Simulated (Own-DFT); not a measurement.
# How much smaller does PBEsol make it? C11b WSi2, 30 atoms (Si20W10)

Calculated, not measured: single-point runs of Own-DFT, a retired in-house plane-wave DFT program that no person has reviewed, on unrelaxed cells, without spin or spin-orbit coupling.

Known weak points: forces on such cells failed a check on a denser k mesh; stress not checked against mesh or cutoff.

Each geometry was run with PBE and with PBEsol, otherwise alike: PseudoDojo norm-conserving scalar-relativistic files made for PBE; cutoff 50 hartree; 5 x 5 x 5 k mesh centred on Gamma; cold (Marzari-Vanderbilt) smearing of 0.2 eV. Unstrained cell vectors in Å: (-2.149, -5.953, 3.409); (-6.444, 2.976, 1.136); (-2.553, -2.948, -6.757). Each has a uniform strain, of which the change of volume is shown, and random moves of rms u per axis.

```
run  volume change (%)   u (Å)  P with PBE (GPa)  P with PBEsol (GPa)
  1               2.13  0.0527              1.39                -2.59
  2              -2.78  0.0509             14.03                 9.77
  3              -0.72  0.0537              8.78                 4.66
  4              -5.34  0.0537             22.06                17.66
  5              -0.97  0.0558              9.60                 5.46
  6              -0.61  0.0468              8.28                 4.16
  7               2.72  0.0465              0.07                -3.87
  8              -2.02  0.0483             12.81                 8.62
  9               3.14  0.0528             -1.13                -5.06
 10              -2.51  0.0519             13.08                 8.85
 11              -0.74  0.0514              7.93                    ?
```

Q: by how much does PBEsol shrink this cell, and what belongs in the blank?

## Solution

Write v for the change of volume as a fraction. Fitted to v and u², the PBE pressure has a slope of -267 ± 6 GPa in v, with the ions held to the strained lattice. The difference PBEsol less PBE is -4.09 + 5.5 v GPa (slope ± 0.1) and averages -4.13 GPa. Divided by the mean slope of the two, 264 GPa, that makes PBEsol's volume at a given pressure, near 7 GPa, about 1.6 % smaller, or 0.52 % in lengths. At one volume PBEsol's slope is the smaller by 6 GPa, but its pressure there is lower too. If stiffness rises by about 4 GPa for each GPa, PBEsol at equal pressure is stiffer by about 11 GPa. Files made for PBEsol would give a different shift.

For run 11 the line gives 3.79 GPa. The calculation gave 3.80 GPa.
